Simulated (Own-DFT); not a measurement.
# Computed records: SiC (4H silicon carbide, atoms displaced)

A calculation, not a measurement: plane-wave PBE density functional theory by an unreviewed code, no spin, of a simulated periodic cell, stress positive in tension, free energy of the whole cell less one offset for each atom, forces on such cells passed a denser k mesh, this cell's mesh not checked; offsets are fitted by least squares, one for each functional and potential file, so energies compare only between cells with the same atoms and settings and are not formation energies; the far tail of each file's local potential was reset to the Coulomb form; each entry is a single point on an unrelaxed cell, so the pressure reflects the starting lattice, mostly measured values (interpolated for alloys), from which strain is counted, and rises with the displacements; printed positions are rounded, which can move forces by about a meV/angstrom; the program, named Own-DFT, is a retired in-house code; no spin-orbit coupling. Program: Own-DFT development build.

Common to all runs: functional PBE; potential files PseudoDojo norm-conserving, scalar-relativistic, standard set; wave cutoff 42 hartree; occupations Fermi-Dirac; smearing width 0.1 eV; hardware one NVIDIA H100; k mesh 5 x 5 x 3 centred on Gamma.

(1) 
```cif
# cell vector a (Å): 6.1654 0.0000 0.0000
# cell vector b (Å): -3.0827 5.3394 0.0000
# cell vector c (Å): 0.0000 0.0000 10.0681
data_SiC
_symmetry_space_group_name_H-M 'P 1'
_symmetry_Int_Tables_number 1
_cell_length_a 6.1654
_cell_length_b 6.1654
_cell_length_c 10.0681
_cell_angle_alpha 90.000
_cell_angle_beta 90.000
_cell_angle_gamma 120.000
_cell_volume 331.44
loop_
_atom_site_label
_atom_site_type_symbol
_atom_site_fract_x
_atom_site_fract_y
_atom_site_fract_z
_atom_site_occupancy
Si1 Si 0.00312 0.00292 0.40622 1
Si2 Si 0.15838 0.32974 0.15681 1
C1 C 0.99917 0.99989 0.09325 1
C2 C 0.16340 0.33257 0.34314 1
Si3 Si 0.98976 0.50150 0.40168 1
Si4 Si 0.16060 0.83013 0.16007 1
C3 C 0.99510 0.48824 0.09548 1
C4 C 0.17141 0.84176 0.34655 1
Si5 Si 0.50518 0.00219 0.40241 1
Si6 Si 0.67935 0.33775 0.16164 1
C5 C 0.49748 0.99245 0.09313 1
C6 C 0.66228 0.33702 0.34556 1
Si7 Si 0.50093 0.49457 0.40824 1
Si8 Si 0.66629 0.82876 0.15391 1
C7 C 0.50410 0.50753 0.09413 1
C8 C 0.66512 0.83532 0.34404 1
Si9 Si 0.99834 0.99841 0.90728 1
Si10 Si 0.83455 0.66816 0.65398 1
C9 C 0.99822 0.98803 0.59283 1
C10 C 0.83707 0.65740 0.84138 1
Si11 Si 0.00064 0.49123 0.89819 1
Si12 Si 0.84066 0.17272 0.65466 1
C11 C 0.00857 0.50315 0.59988 1
C12 C 0.82770 0.16395 0.84419 1
Si13 Si 0.49492 0.00058 0.90540 1
Si14 Si 0.33926 0.67401 0.65896 1
C13 C 0.49989 0.99236 0.59493 1
C14 C 0.32585 0.66092 0.84863 1
Si15 Si 0.49679 0.49923 0.91015 1
Si16 Si 0.33855 0.17242 0.65472 1
C15 C 0.49494 0.49923 0.58993 1
C16 C 0.33750 0.16541 0.84479 1
_calc_free_energy_of_cell_above_offsets '-4.661'  # eV
_calc_pressure 3.79  # GPa
_calc_stress_xx -3.68  # GPa
_calc_stress_yy -3.82  # GPa
_calc_stress_zz -3.88  # GPa
_calc_stress_yz 0.49  # GPa
_calc_stress_xz 0.14  # GPa
_calc_stress_xy 0.42  # GPa
_calc_wall_time 119.8  # s
```

Force:
```csv
element,x (eV/Å),y (eV/Å),z (eV/Å)
Si,-0.693,-0.149,0.041
Si,1.466,0.229,-0.04
C,0.206,-0.312,0.149
C,-0.086,0.315,0.412
Si,1.954,0.435,1.644
Si,0.814,0.097,-1.057
C,-0.02,1.511,-0.762
C,-0.216,-0.792,-0.403
Si,-0.286,-0.491,1.195
Si,-2.004,-1.193,-1.704
C,-0.479,0.871,0.576
C,0.735,-0.556,0.01
Si,-1.881,1.251,-0.825
Si,-0.466,0.797,0.567
C,0.241,-1.734,0.53
C,0.902,-0.539,-0.223
Si,0.326,-0.503,-0.701
Si,0.084,-1.05,0.607
C,-0.212,1.996,0.007
C,-1.439,0.915,0.535
Si,-1.124,0.18,1.876
Si,-0.074,-1.196,0.236
C,-0.828,-0.045,-1.786
C,0.727,-0.8,-0.384
Si,0.662,-0.485,0.696
Si,0.04,-1.044,0.019
C,-0.014,1.909,-0.702
C,1.296,0.768,-0.928
Si,1,-0.023,-0.712
Si,-0.006,-1.107,0.308
C,0.697,0.246,1.076
C,-1.321,0.499,-0.258
```

(2) 
```cif
# cell vector a (Å): 6.1654 0.0000 0.0000
# cell vector b (Å): -3.0827 5.3394 0.0000
# cell vector c (Å): 0.0000 0.0000 10.0681
data_SiC
_symmetry_space_group_name_H-M 'P 1'
_symmetry_Int_Tables_number 1
_cell_length_a 6.1654
_cell_length_b 6.1654
_cell_length_c 10.0681
_cell_angle_alpha 90.000
_cell_angle_beta 90.000
_cell_angle_gamma 120.000
_cell_volume 331.44
loop_
_atom_site_label
_atom_site_type_symbol
_atom_site_fract_x
_atom_site_fract_y
_atom_site_fract_z
_atom_site_occupancy
Si1 Si 0.00199 0.99775 0.40345 1
Si2 Si 0.16062 0.32676 0.15085 1
C1 C 0.99619 0.99777 0.09202 1
C2 C 0.16795 0.33931 0.33994 1
Si3 Si 0.99647 0.49580 0.40267 1
Si4 Si 0.15987 0.81927 0.15797 1
C3 C 0.99398 0.49219 0.09602 1
C4 C 0.17037 0.84244 0.34315 1
Si5 Si 0.49731 0.00240 0.40754 1
Si6 Si 0.66340 0.32884 0.15644 1
C5 C 0.50490 0.00150 0.09850 1
C6 C 0.67329 0.34000 0.34585 1
Si7 Si 0.49849 0.49723 0.40175 1
Si8 Si 0.66539 0.83249 0.16033 1
C7 C 0.49729 0.50228 0.09322 1
C8 C 0.66542 0.83391 0.34057 1
Si9 Si 0.00321 0.99580 0.90703 1
Si10 Si 0.83244 0.66712 0.65637 1
C9 C 0.00823 0.00682 0.59676 1
C10 C 0.83810 0.66818 0.84630 1
Si11 Si 0.99427 0.49339 0.90899 1
Si12 Si 0.83568 0.17423 0.65339 1
C11 C 0.00054 0.50856 0.59547 1
C12 C 0.83511 0.17026 0.84405 1
Si13 Si 0.49569 0.00442 0.91182 1
Si14 Si 0.33670 0.65929 0.65350 1
C13 C 0.49702 0.00157 0.59312 1
C14 C 0.34490 0.66498 0.84643 1
Si15 Si 0.50728 0.50552 0.90845 1
Si16 Si 0.33150 0.16212 0.65508 1
C15 C 0.49909 0.49037 0.58913 1
C16 C 0.33252 0.16635 0.84269 1
_calc_free_energy_of_cell_above_offsets '-4.995'  # eV
_calc_pressure 3.52  # GPa
_calc_stress_xx -3.71  # GPa
_calc_stress_yy -2.65  # GPa
_calc_stress_zz -4.19  # GPa
_calc_stress_yz -0.8  # GPa
_calc_stress_xz -0.21  # GPa
_calc_stress_xy 0.42  # GPa
_calc_wall_time 123.5  # s
```

Force:
```csv
element,x (eV/Å),y (eV/Å),z (eV/Å)
Si,-0.851,0.823,0.649
Si,0.531,0.322,0.744
C,0.625,-0.729,0.481
C,0.177,-0.939,0.181
Si,0.541,1.316,1.061
Si,-0.056,1.632,-0.428
C,-0.083,0.197,-0.452
C,0.231,-1.321,0.09
Si,0.658,0.089,-0.324
Si,-0.529,0.524,0.439
C,-1.016,-0.749,-0.386
C,-0.708,-0.968,-0.739
Si,-0.078,0.499,0.349
Si,0.186,-0.024,-1.408
C,0.506,-0.48,0.48
C,0.085,0.075,1.626
Si,-0.939,0.785,-0.528
Si,-0.12,0.36,0.166
C,-1.28,-0.818,-1.144
C,-0.054,-0.392,-0.385
Si,1.108,0.736,-0.78
Si,-0.015,-0.413,0.767
C,0.751,-0.619,-0.98
C,-0.136,-0.822,0.152
Si,1.267,-0.619,-1.166
Si,-0.463,0.743,0.792
C,0.987,-0.638,-0.052
C,-1.693,0.475,-0.248
Si,-0.028,-0.692,-0.422
Si,0.347,0.457,0.561
C,-0.158,0.812,0.313
C,0.209,0.377,0.59
```

(3) 
```cif
# cell vector a (Å): 6.1654 0.0000 0.0000
# cell vector b (Å): -3.0827 5.3394 0.0000
# cell vector c (Å): 0.0000 0.0000 10.0681
data_SiC
_symmetry_space_group_name_H-M 'P 1'
_symmetry_Int_Tables_number 1
_cell_length_a 6.1654
_cell_length_b 6.1654
_cell_length_c 10.0681
_cell_angle_alpha 90.000
_cell_angle_beta 90.000
_cell_angle_gamma 120.000
_cell_volume 331.44
loop_
_atom_site_label
_atom_site_type_symbol
_atom_site_fract_x
_atom_site_fract_y
_atom_site_fract_z
_atom_site_occupancy
Si1 Si 0.99397 0.99702 0.40887 1
Si2 Si 0.16135 0.33260 0.15408 1
C1 C 0.00481 0.00663 0.09098 1
C2 C 0.17214 0.33906 0.34593 1
Si3 Si 0.99984 0.50034 0.40695 1
Si4 Si 0.16552 0.83343 0.15284 1
C3 C 0.99045 0.49140 0.09486 1
C4 C 0.15984 0.83124 0.34128 1
Si5 Si 0.49938 0.00833 0.40763 1
Si6 Si 0.66700 0.34142 0.15797 1
C5 C 0.51046 0.01317 0.08678 1
C6 C 0.67339 0.33689 0.34480 1
Si7 Si 0.49410 0.49957 0.41062 1
Si8 Si 0.67603 0.84167 0.15721 1
C7 C 0.49557 0.50627 0.09154 1
C8 C 0.67214 0.83095 0.34290 1
Si9 Si 0.99379 0.99738 0.90939 1
Si10 Si 0.83896 0.67266 0.65853 1
C9 C 0.00571 0.00704 0.59105 1
C10 C 0.83861 0.66860 0.84011 1
Si11 Si 0.00541 0.49654 0.90349 1
Si12 Si 0.83078 0.16712 0.66192 1
C11 C 0.99687 0.50189 0.59174 1
C12 C 0.82869 0.16875 0.84733 1
Si13 Si 0.50767 0.00513 0.91083 1
Si14 Si 0.32847 0.66875 0.65865 1
C13 C 0.50119 0.00504 0.60022 1
C14 C 0.33233 0.66680 0.84177 1
Si15 Si 0.50075 0.50564 0.90448 1
Si16 Si 0.32919 0.17354 0.65419 1
C15 C 0.49871 0.49818 0.59338 1
C16 C 0.32390 0.15741 0.84290 1
_calc_free_energy_of_cell_above_offsets '-4.808'  # eV
_calc_pressure 3.69  # GPa
_calc_stress_xx -2.5  # GPa
_calc_stress_yy -2.03  # GPa
_calc_stress_zz -6.54  # GPa
_calc_stress_yz 0.04  # GPa
_calc_stress_xz -0.29  # GPa
_calc_stress_xy -1.24  # GPa
_calc_wall_time 118.1  # s
```

Force:
```csv
element,x (eV/Å),y (eV/Å),z (eV/Å)
Si,0.604,0.753,-0.989
Si,0.617,0.693,0.869
C,-0.017,-0.77,0.736
C,-0.656,-0.959,-0.512
Si,0.326,0.241,-0.325
Si,0.618,0.101,0.123
C,0.451,1.403,-0.839
C,0.659,0.614,0.495
Si,0.567,-1.042,-0.05
Si,-0.574,-0.423,-0.392
C,-0.434,-0.986,2.812
C,-1.123,-0.132,0.072
Si,1.07,0.339,-1.032
Si,-0.887,-0.45,-0.384
C,0.565,0.171,0.334
C,-1.453,0.383,0.593
Si,0.686,0.306,-1.281
Si,-0.468,-0.191,-1.219
C,-1.01,-0.604,0.955
C,-0.448,-0.266,1.436
Si,-1.063,0.682,0.827
Si,0.218,0.282,-1.096
C,0.302,-0.126,0.875
C,1.111,-0.344,-0.454
Si,-1.651,-0.448,-2.159
Si,0.455,0.018,-0.995
C,-0.271,-0.29,-1.164
C,0.392,0.43,0.921
Si,0.429,-1.163,-0.287
Si,0.972,-0.645,0.991
C,-0.214,1.247,0.698
C,0.227,1.176,0.439
```

(4) 
```cif
# cell vector a (Å): 6.1654 0.0000 0.0000
# cell vector b (Å): -3.0827 5.3394 0.0000
# cell vector c (Å): 0.0000 0.0000 10.0681
data_SiC
_symmetry_space_group_name_H-M 'P 1'
_symmetry_Int_Tables_number 1
_cell_length_a 6.1654
_cell_length_b 6.1654
_cell_length_c 10.0681
_cell_angle_alpha 90.000
_cell_angle_beta 90.000
_cell_angle_gamma 120.000
_cell_volume 331.44
loop_
_atom_site_label
_atom_site_type_symbol
_atom_site_fract_x
_atom_site_fract_y
_atom_site_fract_z
_atom_site_occupancy
Si1 Si 0.00380 0.99910 0.40519 1
Si2 Si 0.15455 0.32745 0.15445 1
C1 C 0.99299 0.99442 0.09315 1
C2 C 0.17287 0.33487 0.34426 1
Si3 Si 0.00858 0.51579 0.40314 1
Si4 Si 0.18013 0.83743 0.15246 1
C3 C 0.98776 0.49687 0.09530 1
C4 C 0.16665 0.83627 0.34330 1
Si5 Si 0.50842 0.00227 0.40326 1
Si6 Si 0.66572 0.33184 0.15503 1
C5 C 0.50309 0.00552 0.09371 1
C6 C 0.66246 0.33017 0.34705 1
Si7 Si 0.49967 0.50036 0.40559 1
Si8 Si 0.67153 0.84440 0.15386 1
C7 C 0.50007 0.49921 0.09565 1
C8 C 0.66181 0.82740 0.33893 1
Si9 Si 0.01339 0.00064 0.90414 1
Si10 Si 0.81999 0.66195 0.65293 1
C9 C 0.00888 0.99936 0.59721 1
C10 C 0.84068 0.67109 0.84892 1
Si11 Si 0.00252 0.49438 0.90312 1
Si12 Si 0.82484 0.15697 0.65923 1
C11 C 0.00275 0.50980 0.59190 1
C12 C 0.83487 0.17285 0.84031 1
Si13 Si 0.49267 0.98869 0.90878 1
Si14 Si 0.33391 0.66541 0.66400 1
C13 C 0.50623 0.00811 0.59673 1
C14 C 0.32103 0.64981 0.84324 1
Si15 Si 0.49853 0.49687 0.90466 1
Si16 Si 0.33045 0.17223 0.65541 1
C15 C 0.50317 0.50564 0.59821 1
C16 C 0.33037 0.16760 0.84637 1
_calc_free_energy_of_cell_above_offsets '-4.260'  # eV
_calc_pressure 4.05  # GPa
_calc_stress_xx -4.51  # GPa
_calc_stress_yy -4.05  # GPa
_calc_stress_zz -3.58  # GPa
_calc_stress_yz -0.02  # GPa
_calc_stress_xz 0.43  # GPa
_calc_stress_xy -1.68  # GPa
_calc_wall_time 116.2  # s
```

Force:
```csv
element,x (eV/Å),y (eV/Å),z (eV/Å)
Si,-0.806,0.494,0.34
Si,1.178,0.646,0.359
C,1.248,0.797,-0.419
C,-1.151,-0.145,-0.064
Si,0.169,-2.078,0.868
Si,-2.213,-0.797,0.947
C,1.756,0.556,-0.822
C,0.955,0.734,-0.772
Si,-0.694,-0.402,1.182
Si,-1.094,0.855,0.91
C,0.363,-0.457,-0.477
C,0.765,0.785,-0.761
Si,0.048,-0.143,0.096
Si,0.185,-2.108,0.08
C,-0.952,0.211,-0.661
C,0.661,0.888,1
Si,-2.518,-0.167,0.589
Si,2.786,1.052,1.483
C,-1.883,-0.262,-1.044
C,-0.598,-0.786,-1.292
Si,-1.813,-0.034,1.008
Si,1.039,1.89,-1.372
C,0.251,-0.999,0.385
C,0.152,-1.865,1.455
Si,0.45,1.061,-1.246
Si,-1.113,0.654,-2.433
C,-0.694,-1.223,-0.522
C,1.096,1.651,1.255
Si,0.853,0.413,1.246
Si,1.365,-0.473,0.577
C,-1.396,-0.644,-1.186
C,1.608,-0.105,-0.709
```

(5) 
```cif
# cell vector a (Å): 6.1654 0.0000 0.0000
# cell vector b (Å): -3.0827 5.3394 0.0000
# cell vector c (Å): 0.0000 0.0000 10.0681
data_SiC
_symmetry_space_group_name_H-M 'P 1'
_symmetry_Int_Tables_number 1
_cell_length_a 6.1654
_cell_length_b 6.1654
_cell_length_c 10.0681
_cell_angle_alpha 90.000
_cell_angle_beta 90.000
_cell_angle_gamma 120.000
_cell_volume 331.44
loop_
_atom_site_label
_atom_site_type_symbol
_atom_site_fract_x
_atom_site_fract_y
_atom_site_fract_z
_atom_site_occupancy
Si1 Si 0.99998 0.00174 0.40193 1
Si2 Si 0.18068 0.33236 0.15428 1
C1 C 0.00034 0.99230 0.09063 1
C2 C 0.16060 0.32886 0.34224 1
Si3 Si 0.01291 0.50586 0.41067 1
Si4 Si 0.17189 0.83069 0.15075 1
C3 C 0.01382 0.50313 0.09307 1
C4 C 0.16178 0.83120 0.34100 1
Si5 Si 0.49219 0.00476 0.40991 1
Si6 Si 0.65991 0.33575 0.15693 1
C5 C 0.50226 0.99955 0.09125 1
C6 C 0.66642 0.33485 0.34444 1
Si7 Si 0.50181 0.50202 0.40894 1
Si8 Si 0.66707 0.83886 0.15557 1
C7 C 0.49500 0.50208 0.10025 1
C8 C 0.67403 0.83642 0.34442 1
Si9 Si 0.99503 0.98925 0.90235 1
Si10 Si 0.83505 0.66618 0.65565 1
C9 C 0.99621 0.99060 0.59618 1
C10 C 0.82592 0.65395 0.84076 1
Si11 Si 0.00667 0.49927 0.90813 1
Si12 Si 0.83172 0.16290 0.66070 1
C11 C 0.00065 0.49266 0.59109 1
C12 C 0.82592 0.16515 0.84583 1
Si13 Si 0.50637 0.00268 0.90996 1
Si14 Si 0.33948 0.66787 0.65859 1
C13 C 0.49597 0.99625 0.59274 1
C14 C 0.34344 0.67601 0.84360 1
Si15 Si 0.49927 0.50429 0.90391 1
Si16 Si 0.33093 0.16161 0.65610 1
C15 C 0.49866 0.49801 0.59636 1
C16 C 0.33588 0.16110 0.84122 1
_calc_free_energy_of_cell_above_offsets '-4.793'  # eV
_calc_pressure 3.71  # GPa
_calc_stress_xx -2.91  # GPa
_calc_stress_yy -3.01  # GPa
_calc_stress_zz -5.19  # GPa
_calc_stress_yz 0.74  # GPa
_calc_stress_xz 0.35  # GPa
_calc_stress_xy -0.25  # GPa
_calc_wall_time 117.9  # s
```

Force:
```csv
element,x (eV/Å),y (eV/Å),z (eV/Å)
Si,0.12,-0.343,0.983
Si,-2.586,-1.036,0.671
C,-0.095,0.527,-0.078
C,1.024,0.783,0.281
Si,-1.292,-0.86,-1.702
Si,-0.531,-0.018,0.945
C,-1.017,-1.01,0.055
C,0.663,0.371,0.243
Si,1.28,-0.393,-1.317
Si,1.696,0.126,0.156
C,-0.199,0.75,0.737
C,0.266,0.178,0.459
Si,-0.144,-0.057,-0.634
Si,0.768,-0.242,0.758
C,1.706,0.785,-2.156
C,-1.645,-0.129,0.03
Si,0.229,0.579,0.151
Si,0.195,-1.057,-0.311
C,-0.157,1.047,-0.672
C,0.639,0.712,0.775
Si,-0.44,0.075,-0.436
Si,-0.085,-0.093,-1.141
C,0.054,0.56,1.613
C,1.639,0.26,0.011
Si,-0.945,0.017,-0.949
Si,-0.686,-0.273,-0.652
C,0.33,0.263,0.651
C,-0.595,-0.725,0.325
Si,0.403,-1.231,0.598
Si,-0.031,0.131,-0.054
C,0.254,-0.108,-0.324
C,-0.818,0.412,0.983
```
